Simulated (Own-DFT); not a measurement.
# What random displacements cost in 4H SiC, 32 atoms (C16Si16)

Calculated results; nothing here was measured. The program, named Own-DFT, is a retired in-house plane-wave density functional code that no person has reviewed. Each row is one single-point run on a periodic cell that was not relaxed, without spin or spin-orbit coupling.

Settings of every run: PBE; PseudoDojo norm-conserving scalar-relativistic files; cutoff 42 hartree; 5 x 5 x 3 k mesh centred on Gamma; Fermi-Dirac smearing of 0.1 eV.

Known limits: forces on such cells passed a denser k mesh, each cell not checked; stress not checked against mesh or cutoff.

Cell vectors in Å: (6.165, 0.000, 0.000); (-3.083, 5.339, 0.000); (0.000, 0.000, 10.068). In each run every atom was moved at random and independently from its ideal site; u is the rms move along one axis. E is the free energy for each atom above the fitted value at u = 0, and F the rms of the force components.

| run | u (Å) | E (meV/atom) | F (eV/Å) | largest force (eV/Å) | P (GPa) |
|---|---|---|---|---|---|
| 1 | 0.0284 | 26.1 | 0.765 | 2.05 | 3.61 |
| 2 | 0.0325 | 39.6 | 0.950 | 3.24 | 4.02 |
| 3 | 0.0602 | ? | ? | ? | ? |
| 4 | 0.0612 | 106.1 | 1.471 | 6.00 | 5.23 |
| 5 | 0.0655 | 146.4 | 1.906 | 6.37 | 6.36 |
| 6 | 0.0939 | 323.4 | 2.880 | 11.48 | 9.46 |
| 7 | 0.1083 | 409.0 | 3.382 | 10.23 | 12.78 |

## Worked fit

For small independent moves the energy grows as E = (3/2) K u², with K the mean stiffness felt by one atom. The runs with u up to 0.11 Å give K = 22.7 ± 1.4 eV/Å², with residuals divided by u² + 0.0006 Å², since the noise grows with the moves. The scatter is 9.5 meV/atom at u = 0.05 Å. The forces follow F = G u with G = 28.6 eV/Å²; no force at u = 0 is resolved. G exceeds K because the moves of its neighbours add to the force on an atom, and stiffness differs between atoms. The pressure follows P = 2.80 + 810 u² GPa: at fixed volume, shortened bonds push harder than stretched ones pull.

## Withheld run

Question: what energy and rms force should run 3 give?

The fit gives 123 ± 15 meV/atom and about 1.72 eV/Å. The calculation gave 139.6 meV/atom and 1.916 eV/Å.
